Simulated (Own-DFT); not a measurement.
# Computed records: Si₁₂O₂₃ (quartz with two neutral oxygen vacancies, atoms displaced)

All values are calculated (Own-DFT development build). A calculation, not a measurement: plane-wave PBE and HSE06 DFT by an unreviewed code, no spin, of a simulated cell at Gamma alone, so results move with cell size and shape, stress positive in tension, energies less offsets, not probed for a lower state with spin; oxygen file: force components 24 meV/angstrom off all-electron in a glass; k mesh not checked against a denser one; forces and stress are PBE's, HSE06 gives the energy alone, and its difference from PBE has offsets of its own; offsets are fitted by least squares, one for each functional and potential file, so energies compare only between cells with the same atoms and settings and are not formation energies; the far tail of each file's local potential was reset to the Coulomb form; each entry is a single point on an unrelaxed cell, so the pressure reflects the starting lattice, mostly measured values (interpolated for alloys), from which strain is counted, and rises with the displacements; printed positions are rounded, which can move forces by about a meV/angstrom; the program, named Own-DFT, is a retired in-house code; no spin-orbit coupling.

Common to all runs: first functional PBE; second functional HSE06; exact exchange share 0.25; screening 0.11 1/bohr; exchange divergence Gygi-Baldereschi; potential files PseudoDojo norm-conserving, scalar-relativistic, made for PBE, standard set; wave cutoff 48 hartree; occupations fixed; k mesh 1 x 1 x 1 centred on Gamma.

(1) Si₁₂O₂₃ (quartz with two neutral oxygen vacancies, atoms displaced)

```
Si12O23
1.0
      9.8268     0.0000     0.0000
     -4.9134     8.5103     0.0000
      0.0000     0.0000    10.8104
Si O Si O Si O Si O Si O Si O Si O Si O
3 6 3 6 3 6 3 4 3 6 3 6 3 6 3 6
Direct
  0.23349 0.00798 0.00257
  0.99372 0.23255 0.33399
  0.27446 0.27350 0.16179
  0.21936 0.13604 0.05869
  0.43010 0.29105 0.22230
  0.38507 0.07735 0.39517
  0.07762 0.38301 0.44068
  0.14878 0.22046 0.26704
  0.28155 0.40453 0.10350
  0.23204 0.99662 0.50119
  0.00333 0.25516 0.84072
  0.27604 0.25994 0.67471
  0.19140 0.12995 0.55566
  0.42790 0.31079 0.73407
  0.36763 0.08308 0.88057
  0.07714 0.37572 0.94267
  0.12775 0.20070 0.76841
  0.30509 0.42895 0.59941
  0.24023 0.49764 0.99502
  0.99948 0.74224 0.34170
  0.26664 0.77758 0.17288
  0.21262 0.63409 0.05337
  0.42461 0.80626 0.23399
  0.35232 0.55272 0.39652
  0.05543 0.85695 0.43747
  0.14163 0.71264 0.27594
  0.29981 0.93288 0.09985
  0.22904 0.49841 0.52462
  0.00012 0.73623 0.82930
  0.26923 0.76877 0.67451
  0.20368 0.63154 0.56554
  0.36590 0.56414 0.88432
  0.07289 0.85585 0.92342
  0.29736 0.93145 0.61295
  0.75391 0.00973 0.98791
  0.50637 0.24019 0.33474
  0.75548 0.26518 0.16462
  0.69876 0.12158 0.06849
  0.91821 0.28490 0.23576
  0.86564 0.07406 0.39803
  0.58023 0.38453 0.43070
  0.63405 0.21707 0.27918
  0.79249 0.43539 0.10571
  0.74207 0.99273 0.49903
  0.50102 0.22520 0.84209
  0.74985 0.26104 0.67672
  0.70209 0.13937 0.56045
  0.92762 0.28952 0.72181
  0.87099 0.06036 0.89481
  0.57641 0.36345 0.94948
  0.63061 0.20912 0.78696
  0.79425 0.42392 0.60826
  0.72839 0.49891 0.99910
  0.49194 0.74692 0.34690
  0.76582 0.77241 0.16393
  0.72032 0.62644 0.05820
  0.93494 0.78258 0.21396
  0.84623 0.56814 0.37990
  0.56776 0.86594 0.44172
  0.63816 0.70593 0.28375
  0.79856 0.92535 0.10540
  0.74146 0.49693 0.51444
  0.49239 0.73023 0.83718
  0.75196 0.76303 0.66222
  0.69708 0.62695 0.55016
  0.93070 0.79504 0.71755
  0.87757 0.57591 0.90246
  0.57722 0.85569 0.93691
  0.63345 0.70082 0.78129
  0.79970 0.93468 0.60613
```

* PBE energy of cell above offsets: -5.746 eV
* HSE06 less PBE above offsets: 0.789 eV
* PBE pressure: 10.45 GPa
* PBE stress xx: -7.41 GPa
* PBE stress yy: -13.52 GPa
* PBE stress zz: -10.42 GPa
* PBE stress yz: -0.13 GPa
* PBE stress xz: -0.93 GPa
* PBE stress xy: 1.11 GPa

Force:
```
element  x (eV/Å)  y (eV/Å)  z (eV/Å)
     Si      3.09    -6.456     -5.49
     Si     5.139      3.32     2.189
     Si     4.836    -8.343     6.064
      O    -3.633     3.292     1.212
      O     0.651      0.11    -0.076
      O     -2.85    -3.128     2.466
      O    -1.274    -3.267    -0.764
      O    -3.972    -1.766     3.127
      O    -4.979      11.3    -7.322
     Si     0.017     1.305    -1.222
     Si     2.881    -6.145    -5.085
     Si    -8.216    -0.379    -5.304
      O     1.856    -0.194     0.751
      O     8.119     0.428     3.951
      O    -5.302     -9.86     4.972
      O    -1.948    -0.443     1.046
      O    -1.684     1.026     1.874
      O     4.183    -3.985     5.653
     Si     0.922     2.957     3.563
     Si    -0.192    -9.969    -10.12
     Si     1.162    -2.357    -3.422
      O      0.39     1.353     1.591
      O     1.797      0.43     0.476
      O     0.349     4.688    -0.226
      O         2     9.179     8.819
      O    -2.969    -0.373     2.617
      O    -0.081     0.357    -0.154
     Si     0.144    -1.161    -9.027
     Si      1.26    -6.176    -6.676
     Si    -0.644    -1.526      3.37
      O    -2.447     3.785     2.096
      O    -0.388    -2.425     1.003
      O     2.064     9.405      8.24
      O    -0.396     0.805    -1.256
     Si      -8.6    -6.214     10.18
     Si    -3.916     2.589     1.121
     Si     1.287     1.908     1.479
      O     0.955    -0.589    -2.075
      O    -3.366     0.858    -3.647
      O     1.711    -0.015    -1.839
      O     0.168    -0.968     1.849
      O      4.74    -1.055    -2.583
      O     2.431     -3.32     2.097
     Si    -6.526     2.711     0.237
     Si    -3.305     11.18    -0.903
     Si     4.278    -0.501    -3.175
      O     1.065    -1.819     0.083
      O    -2.052     0.171     0.781
      O     6.327     6.751    -7.971
      O    -2.621    -3.919     -2.63
      O     4.927    -0.868    -1.882
      O     2.821    -1.787     4.731
     Si      6.29    -1.361    -2.114
     Si     1.163    -10.91     -6.74
     Si     2.872    -6.027     3.403
      O    -6.401     8.083     4.251
      O     -1.52     1.094     0.084
      O     1.681     1.082      2.13
      O     1.623      6.45     6.696
      O    -1.483     1.602    -1.047
      O     -1.69     4.062    -2.753
     Si    -4.398     2.139    -9.573
     Si    -0.326     0.531    -4.878
     Si     3.347    -1.553      0.92
      O    -1.053     2.855     2.925
      O    -2.438    -0.517    -1.077
      O    -0.213    -0.798    -1.534
      O     0.829     4.103     3.088
      O     -0.01     0.285    -1.305
      O     1.519     -2.02     2.737
```

(2) Si₁₂O₂₃ (quartz with two neutral oxygen vacancies, atoms displaced)

```
Si12O23
1.0
      9.8268     0.0000     0.0000
     -4.9134     8.5103     0.0000
      0.0000     0.0000    10.8104
Si O Si O Si O Si O Si O Si O Si O Si O
3 6 3 6 3 5 3 6 3 6 3 6 3 5 3 6
Direct
  0.23425 0.99256 0.99765
  0.99705 0.24021 0.33540
  0.26109 0.25675 0.17767
  0.21607 0.13381 0.07764
  0.43016 0.30518 0.22815
  0.35784 0.05522 0.38854
  0.05886 0.36887 0.43490
  0.12778 0.19666 0.27474
  0.27998 0.42162 0.10961
  0.24531 0.99308 0.49388
  0.99800 0.23247 0.85088
  0.25394 0.25557 0.65739
  0.19848 0.11855 0.55917
  0.41451 0.28424 0.72534
  0.35556 0.06862 0.88855
  0.07837 0.36718 0.94902
  0.12709 0.20772 0.77959
  0.30401 0.43732 0.61499
  0.22199 0.50622 0.98458
  0.00068 0.74102 0.32490
  0.26991 0.76904 0.16717
  0.19287 0.61798 0.05060
  0.42678 0.78920 0.22516
  0.05809 0.85263 0.43008
  0.12358 0.70291 0.26758
  0.28688 0.91182 0.10153
  0.21828 0.49200 0.51947
  0.00958 0.72108 0.83375
  0.26360 0.77273 0.67084
  0.20372 0.64557 0.56630
  0.41894 0.79815 0.72852
  0.36964 0.57731 0.89369
  0.06937 0.86858 0.94012
  0.14802 0.72066 0.77413
  0.28365 0.92093 0.60501
  0.73487 0.00101 0.00433
  0.51306 0.22684 0.33023
  0.75803 0.25562 0.16782
  0.70510 0.13535 0.05137
  0.92791 0.29101 0.22045
  0.86880 0.05871 0.40581
  0.58632 0.36881 0.44219
  0.65025 0.20207 0.28165
  0.77933 0.40968 0.10470
  0.72953 0.00254 0.49423
  0.50770 0.24190 0.83082
  0.77039 0.26904 0.66487
  0.72086 0.12891 0.56200
  0.91257 0.28253 0.72481
  0.87511 0.07409 0.90307
  0.54020 0.33996 0.94805
  0.65347 0.21458 0.76949
  0.80441 0.43190 0.60598
  0.74317 0.51136 0.99171
  0.50264 0.73319 0.32580
  0.77113 0.76787 0.14998
  0.68884 0.62885 0.05934
  0.93805 0.80222 0.22732
  0.87067 0.58024 0.39481
  0.56524 0.87174 0.43661
  0.78675 0.90829 0.09779
  0.74046 0.50418 0.50556
  0.51056 0.73651 0.83391
  0.75763 0.75494 0.67067
  0.70396 0.63527 0.56442
  0.94047 0.80216 0.71853
  0.86567 0.56292 0.89698
  0.55898 0.86236 0.95130
  0.63532 0.70990 0.79354
  0.79465 0.92140 0.59893
```

- PBE energy of cell above offsets: -5.940 eV
- HSE06 less PBE above offsets: 0.743 eV
- PBE pressure: 11.36 GPa
- PBE stress xx: -10.76 GPa
- PBE stress yy: -11.22 GPa
- PBE stress zz: -12.09 GPa
- PBE stress yz: -1.9 GPa
- PBE stress xz: 3.46 GPa
- PBE stress xy: 0.78 GPa

Force:
```
element  x (eV/Å)  y (eV/Å)  z (eV/Å)
     Si    -1.525     3.215     1.627
     Si     1.799    -5.296    -1.697
     Si    -1.524     5.995    -1.992
      O     1.514    -5.639    -4.865
      O     4.773    -1.085       3.2
      O     4.522     4.228    -4.963
      O     0.619     2.849     3.771
      O    -3.079    -0.456     3.359
      O    -0.115    -0.218    -0.541
     Si    -8.356    -2.578     1.434
     Si    -0.007     1.893     -6.02
     Si    -0.031     0.164     3.709
      O     0.213     0.003    -1.164
      O     1.301     0.268    -0.282
      O     1.869     1.008    -1.654
      O    -5.654    -6.685    -3.102
      O      1.39     0.348    -1.866
      O     0.051    -1.839      0.79
     Si     11.55     0.592     4.076
     Si     1.256    -5.511     1.621
     Si    -0.602    -6.407     0.425
      O    -4.943     7.888     5.205
      O     -1.78     1.247    -2.091
      O     2.971     7.103     6.467
      O     3.692    -0.189    -1.814
      O     -0.54     3.491    -1.442
     Si    -0.421      3.26    -4.364
     Si    -6.357     4.663     0.318
     Si      3.93     0.432    -3.083
      O     0.199    -3.607    -1.679
      O     4.727     0.065      2.11
      O     0.041    -0.352    -1.152
      O    -0.684    -2.938    -1.093
      O    -1.032    -2.909     3.903
      O     0.692     1.704     0.864
     Si    -1.013    -2.399    -1.869
     Si    -5.253     2.251     1.478
     Si      3.21     1.685    -2.846
      O    -0.549     0.239     1.227
      O    -0.478    -0.446    -0.233
      O     2.596     4.361    -4.864
      O    -1.069    -3.182    -1.664
      O    -1.678    -1.865     2.066
      O    -1.683     3.015    -1.803
     Si     2.488    -6.067     1.088
     Si    -0.915    -4.657    -2.769
     Si    -0.629    -0.695    -5.079
      O    -4.442     5.149     2.483
      O     7.881     1.058     4.869
      O    -1.425    -3.043     1.442
      O     2.885     5.937     2.897
      O    -6.803    -1.312     4.864
      O     0.179     0.443     0.618
     Si    -6.684    -7.085     7.688
     Si      3.03    -2.381     2.795
     Si     3.093     -5.67     9.963
      O     1.937    -3.422    -3.319
      O    -5.873     1.197    -6.504
      O    -0.738    -1.084     0.121
      O    -0.529    -0.287    -0.672
      O    -3.185     9.332    -3.656
     Si     0.681     1.612    -2.249
     Si    -11.31     2.175     3.096
     Si     1.147     5.614     0.938
      O    -0.031    -3.263    -1.568
      O     0.023    -2.637     2.133
      O     4.576     2.487    -5.262
      O     1.492     1.069    -0.663
      O     9.225    -1.008    -4.507
      O    -0.615     -1.83      1.75
```

(3) Si₁₂O₂₃ (quartz with two neutral oxygen vacancies, atoms displaced)

```
Si12O23
1.0
      9.8268     0.0000     0.0000
     -4.9134     8.5103     0.0000
      0.0000     0.0000    10.8104
Si O Si O Si O Si O Si O Si O Si O Si O
3 6 3 6 3 6 3 6 3 6 3 6 3 6 3 4
Direct
  0.23070 0.00469 0.99187
  0.00242 0.21956 0.33942
  0.26347 0.26582 0.16431
  0.20663 0.13984 0.05979
  0.40756 0.28510 0.23158
  0.35832 0.08061 0.40200
  0.08325 0.38472 0.43778
  0.13219 0.20434 0.28494
  0.30999 0.45064 0.11194
  0.23687 0.01052 0.50086
  0.99574 0.23636 0.83555
  0.27516 0.26511 0.66961
  0.21791 0.15298 0.55552
  0.42686 0.29487 0.71958
  0.38543 0.08056 0.88938
  0.06740 0.36358 0.93611
  0.12336 0.20500 0.76249
  0.29354 0.42704 0.61755
  0.23631 0.49915 0.00315
  0.00959 0.74212 0.32768
  0.26010 0.75705 0.15306
  0.22036 0.63436 0.06002
  0.44090 0.79645 0.22844
  0.37620 0.57468 0.40079
  0.06875 0.87694 0.43391
  0.12182 0.70566 0.27417
  0.29562 0.92763 0.09776
  0.23375 0.50254 0.50019
  0.99739 0.73469 0.84204
  0.24555 0.75606 0.65522
  0.20036 0.63027 0.56246
  0.41740 0.77866 0.72531
  0.35178 0.57764 0.89170
  0.06207 0.86206 0.94404
  0.13671 0.72308 0.76345
  0.28741 0.92282 0.61344
  0.73611 0.01287 0.00743
  0.49195 0.24077 0.32501
  0.76601 0.25764 0.15666
  0.70958 0.13451 0.05525
  0.91178 0.28670 0.23125
  0.86084 0.08373 0.38450
  0.56673 0.38030 0.42732
  0.62614 0.21587 0.27529
  0.78744 0.42815 0.09335
  0.74118 0.00455 0.50948
  0.49228 0.23473 0.83520
  0.77074 0.27713 0.66992
  0.70233 0.13508 0.56398
  0.93692 0.29097 0.72501
  0.87332 0.06102 0.89668
  0.56492 0.36164 0.92948
  0.64714 0.22971 0.77822
  0.79656 0.42439 0.59886
  0.74328 0.51827 0.99997
  0.49759 0.73672 0.33866
  0.76117 0.77010 0.17175
  0.68536 0.61431 0.06266
  0.91163 0.79923 0.23630
  0.87113 0.58111 0.39075
  0.57239 0.87327 0.43370
  0.64582 0.70942 0.27171
  0.79943 0.92249 0.11807
  0.74479 0.50606 0.50769
  0.49542 0.71680 0.85015
  0.76772 0.77018 0.67254
  0.69985 0.62697 0.54748
  0.86528 0.57134 0.89418
  0.57060 0.87893 0.94092
  0.79835 0.91890 0.61298
```

* PBE energy of cell above offsets: -4.870 eV
* HSE06 less PBE above offsets: 0.513 eV
* PBE pressure: 13.1 GPa
* PBE stress xx: -10.41 GPa
* PBE stress yy: -17.19 GPa
* PBE stress zz: -11.69 GPa
* PBE stress yz: -0.48 GPa
* PBE stress xz: 3.99 GPa
* PBE stress xy: 2.06 GPa

Force:
```
element  x (eV/Å)  y (eV/Å)  z (eV/Å)
     Si     2.467     0.185     0.411
     Si    -3.971     10.26    -0.697
     Si    -3.603     2.482     1.373
      O    -0.048    -1.651    -2.248
      O    -0.303     1.536     -2.61
      O     3.977     2.489     -4.88
      O    -2.698    -5.632    -3.376
      O     5.792    -0.063    -4.513
      O     1.132    -3.798     1.605
     Si    -2.416    -3.522     3.246
     Si      2.99    -4.323    -0.985
     Si    -7.982     1.267    -1.606
      O    -0.254    -2.571    -1.417
      O     6.147     0.258     3.276
      O    -4.496    -8.132      4.15
      O     1.129     3.496     4.098
      O     1.322    -0.638     1.332
      O    -1.419     1.927     -1.94
     Si    -0.825    -3.406    -2.208
     Si    -10.45     1.013     4.383
     Si     0.528     6.359     8.309
      O    -2.171    -2.253    -2.999
      O    -5.249     0.004    -3.929
      O    -0.449    -0.465     0.062
      O     1.081     1.171     1.297
      O     10.37    -0.914    -6.591
      O    -0.525     -0.51    -0.208
     Si     4.631     0.635     3.689
     Si    -0.595    -0.503     -6.34
     Si     6.964      3.93     3.916
      O    -0.374    -3.634    -4.397
      O    -0.223    -0.338     0.392
      O    -2.348    -6.308     2.092
      O     0.575     2.791     2.116
      O      -5.2     -2.16     5.719
      O    -2.068     3.909    -3.096
     Si      7.38    -10.01     -4.52
     Si     2.354    -0.514     6.326
     Si    -5.122     5.528     4.911
      O    -4.819     3.614     0.608
      O     3.872     0.078     1.103
      O    -3.584    -7.482     5.438
      O      1.71     0.755     1.561
      O     3.579    -0.721    -3.604
      O     3.172     -3.39     3.012
     Si    -1.971    -1.179    -2.217
     Si     3.419     4.296    -6.483
     Si     2.133    -3.331     0.818
      O     0.991    -0.102     0.468
      O    -4.424     1.215    -2.943
      O    -1.167     1.206     0.922
      O     0.822     6.088     5.071
      O    -0.459    -0.629     0.259
      O     1.923     0.591     1.913
     Si     -1.77    -6.537    -2.336
     Si     4.399    -1.676    -1.124
     Si     2.952    -5.242    -3.369
      O    -3.197     5.384     2.794
      O     5.757     0.321     0.701
      O     0.251    -0.618      1.07
      O     1.798     3.111     3.426
      O    -7.801    -2.791     6.726
      O    -4.252     8.001    -5.565
     Si    -2.304    -1.241    -8.418
     Si     3.387      9.19    -7.248
     Si     2.191    -8.048     3.854
      O    -2.391     4.749     4.303
      O     1.737     0.394     -1.71
      O     0.523    -0.529     0.805
      O    -2.523     6.632    -3.977
```

(4) Si₁₂O₂₃ (quartz with two neutral oxygen vacancies, atoms displaced)

```
Si12O23
1.0
      9.8268     0.0000     0.0000
     -4.9134     8.5103     0.0000
      0.0000     0.0000    10.8104
Si O Si O Si O Si O Si O Si O Si O Si O
3 6 3 6 3 6 3 5 3 6 3 6 3 6 3 5
Direct
  0.23137 0.01444 0.00166
  0.97824 0.21743 0.34164
  0.26092 0.26712 0.17007
  0.21485 0.14392 0.06523
  0.41991 0.27108 0.20937
  0.36076 0.06090 0.40258
  0.07861 0.37522 0.43731
  0.13662 0.20460 0.26175
  0.30375 0.42802 0.10861
  0.22496 0.99313 0.48716
  0.99602 0.23099 0.82715
  0.26110 0.27112 0.65805
  0.21437 0.13733 0.55596
  0.42653 0.30064 0.72262
  0.35905 0.09135 0.87767
  0.07502 0.37524 0.94814
  0.14992 0.21609 0.78151
  0.28134 0.41411 0.60149
  0.23470 0.50956 0.00877
  0.98259 0.73860 0.34125
  0.27494 0.77359 0.16443
  0.19171 0.61178 0.06783
  0.45046 0.80116 0.22563
  0.36509 0.57276 0.39335
  0.05652 0.86550 0.43913
  0.13183 0.71324 0.27484
  0.29291 0.93805 0.11252
  0.23246 0.50089 0.49805
  0.00235 0.72701 0.83581
  0.28047 0.77460 0.66348
  0.22157 0.63557 0.56505
  0.35430 0.55124 0.89830
  0.07796 0.86160 0.94948
  0.12242 0.70176 0.76644
  0.29875 0.94120 0.61182
  0.74919 0.01380 0.00815
  0.50185 0.22987 0.32332
  0.75638 0.27450 0.17245
  0.69968 0.12198 0.05822
  0.91969 0.29267 0.22590
  0.84121 0.04475 0.38308
  0.56205 0.34674 0.44652
  0.64587 0.20055 0.27140
  0.79062 0.42768 0.10054
  0.72329 0.00173 0.50406
  0.51114 0.23356 0.82656
  0.76469 0.25390 0.66569
  0.69839 0.13142 0.55892
  0.92120 0.28575 0.72639
  0.87148 0.08465 0.89691
  0.57864 0.38116 0.93293
  0.63702 0.21460 0.77267
  0.79042 0.42048 0.60045
  0.73154 0.50663 0.98932
  0.50904 0.75147 0.33360
  0.77522 0.78423 0.17228
  0.70022 0.63926 0.04711
  0.92698 0.79083 0.23155
  0.85893 0.57276 0.38968
  0.56775 0.85453 0.44107
  0.64349 0.69961 0.27820
  0.79104 0.93063 0.10624
  0.74241 0.51253 0.49925
  0.49764 0.73498 0.83003
  0.76192 0.77271 0.66079
  0.71111 0.63637 0.55519
  0.90891 0.78937 0.72197
  0.87461 0.58610 0.89160
  0.57581 0.87563 0.93318
  0.78413 0.93476 0.61644
```

- PBE energy of cell above offsets: -7.263 eV
- HSE06 less PBE above offsets: 0.647 eV
- PBE pressure: 10.43 GPa
- PBE stress xx: -9.48 GPa
- PBE stress yy: -11.41 GPa
- PBE stress zz: -10.39 GPa
- PBE stress yz: 1.44 GPa
- PBE stress xz: 3.47 GPa
- PBE stress xy: 0.92 GPa

Force:
```
element  x (eV/Å)  y (eV/Å)  z (eV/Å)
     Si     3.534    -1.705    -2.646
     Si     2.748     4.191    -3.628
     Si     3.889      3.92     -4.14
      O     -1.96    -1.126    -2.192
      O      3.06     0.387     2.402
      O     5.071     3.742    -6.798
      O     -3.02    -5.065    -2.201
      O    -8.476    -3.328     8.425
      O    -1.094     1.992    -0.284
     Si    -1.804     0.571     7.617
     Si     5.068     4.147     3.992
     Si      5.67    -6.153      5.19
      O    -1.086    -1.501    -1.459
      O      1.46     0.033     0.018
      O    -1.249    -3.581     3.504
      O    -1.483     -3.26    -2.667
      O     -2.73    -0.607    -0.155
      O    -2.929     6.749    -3.127
     Si     7.293     -9.16    -4.023
     Si     6.711    -2.694    -2.509
     Si    -1.816    -1.383     1.599
      O    -6.416     10.32     6.491
      O    -5.769     1.596     -5.65
      O      1.07      2.01    -1.487
      O    -0.518     2.071     2.976
      O     0.266     0.707     0.028
      O     1.123    -0.442    -0.544
     Si     3.125     0.983     0.009
     Si    -1.253     8.163    -2.448
     Si     0.087     0.748     3.603
      O     -1.63     0.772    -0.206
      O     2.172      4.34    -2.747
      O    -0.717    -0.521    -1.264
      O     3.596     0.067    -2.381
      O    -0.444    -1.463    -1.162
     Si    -1.444     -3.44    -6.167
     Si     -1.52    -0.778     2.863
     Si     7.251     1.323    -9.214
      O    -4.472     6.076     4.006
      O      1.51    -0.683     1.738
      O      0.36     1.288      0.84
      O     1.266     1.739    -1.263
      O     -7.51    -3.842     7.728
      O    -0.869      0.94    -0.466
     Si     1.922    -3.863    -1.178
     Si    -9.733     4.684      1.34
     Si    -3.249     4.602    -0.144
      O    -1.316     0.045    -1.075
      O     0.361     0.811    -1.538
      O     0.114    -2.291      0.38
      O    -1.339    -4.003    -2.571
      O     6.658    -1.564    -2.407
      O     0.919    -0.481     0.675
     Si     1.581     2.109      3.02
     Si     3.665    -10.52    -1.426
     Si      0.11    -5.891    -2.017
      O     0.361     2.507     2.438
      O    -2.695     2.299    -4.178
      O     0.964    -0.836    -1.151
      O     0.269     5.852     6.756
      O    -2.241     1.299     0.957
      O     2.222     0.213     2.425
     Si    -0.982    -7.461     0.749
     Si    -0.203    -1.562    -1.191
     Si    -3.227    -3.039       2.1
      O    -2.527     2.609     0.795
      O     4.647     0.277     3.224
      O    -2.581    -6.596     2.845
      O      0.95     0.381     0.684
      O    -0.771     2.271    -1.714
```
